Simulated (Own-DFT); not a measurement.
# Shaking the atoms of monoclinic HfO2, 96 atoms (Hf32O64)

All numbers below are calculated, not measured. They come from Own-DFT, an in-house plane-wave density functional program, since retired, whose code no person has reviewed. Each row is one single-point run on a periodic cell that was not relaxed, without spin or spin-orbit coupling.

Settings of every run: PBE; PseudoDojo norm-conserving scalar-relativistic files; cutoff 72 hartree; 2 x 2 x 2 k mesh centred on Gamma; Fermi-Dirac smearing of 0.1 eV.

Known limits, some of them of some rows only: some atoms lie very close together; hafnium file: forces about 75 meV/angstrom off all-electron values; oxygen file: force components 24 meV/angstrom off all-electron in a glass; forces on such cells passed a denser k mesh, each cell not checked; stress not checked against mesh or cutoff.

Cell vectors in Å: (10.234, 0.000, 0.000); (0.000, 10.350, 0.000); (-1.696, 0.000, 10.445). In each run every atom was moved at random and independently from its ideal site; u is the rms move along one axis. E is the free energy for each atom above the fitted value at u = 0, and F the rms of the force components.

| run | u (Å) | E (meV/atom) | F (eV/Å) | largest force (eV/Å) | P (GPa) |
|---|---|---|---|---|---|
| 1 | 0.0198 | 9.2 | 0.413 | 1.76 | 3.77 |
| 2 | 0.0198 | ? | ? | ? | ? |
| 3 | 0.0204 | 11.2 | 0.480 | 1.89 | 3.91 |
| 4 | 0.0506 | 68.9 | 1.105 | 3.53 | 5.74 |
| 5 | 0.0508 | 63.4 | 1.092 | 5.03 | 6.01 |
| 6 | 0.0719 | 127.3 | 1.512 | 6.03 | 8.14 |
| 7 | 0.0798 | 167.5 | 1.946 | 8.54 | 9.70 |
| 8 | 0.0811 | 162.7 | 1.847 | 10.63 | 8.86 |
| 9 | 0.1157 | 358.4 | 3.129 | 16.52 | 16.70 |
| 10 | 0.1475 | 639.6 | 4.876 | 29.59 | 25.65 |

## Worked fit

For small independent moves the energy grows as E = (3/2) K u², with K the mean stiffness felt by one atom. The runs with u up to 0.11 Å give K = 16.9 ± 0.4 eV/Å², with residuals divided by u² + 0.0006 Å², since the noise grows with the moves. The scatter is 3.0 meV/atom at u = 0.05 Å. The forces follow F = G u with G = 22.3 eV/Å²; no force at u = 0 is resolved. G exceeds K because the moves of its neighbours add to the force on an atom, and stiffness differs between atoms. At u = 0.147 Å the parabola gives 553 meV/atom and the run 640. The pressure follows P = 3.53 + 891 u² GPa: at fixed volume, shortened bonds push harder than stretched ones pull.

## Withheld run

Question: what energy and rms force should run 2 give?

The fit gives 10 ± 1 meV/atom and about 0.44 eV/Å. The calculation gave 10.5 meV/atom and 0.460 eV/Å.
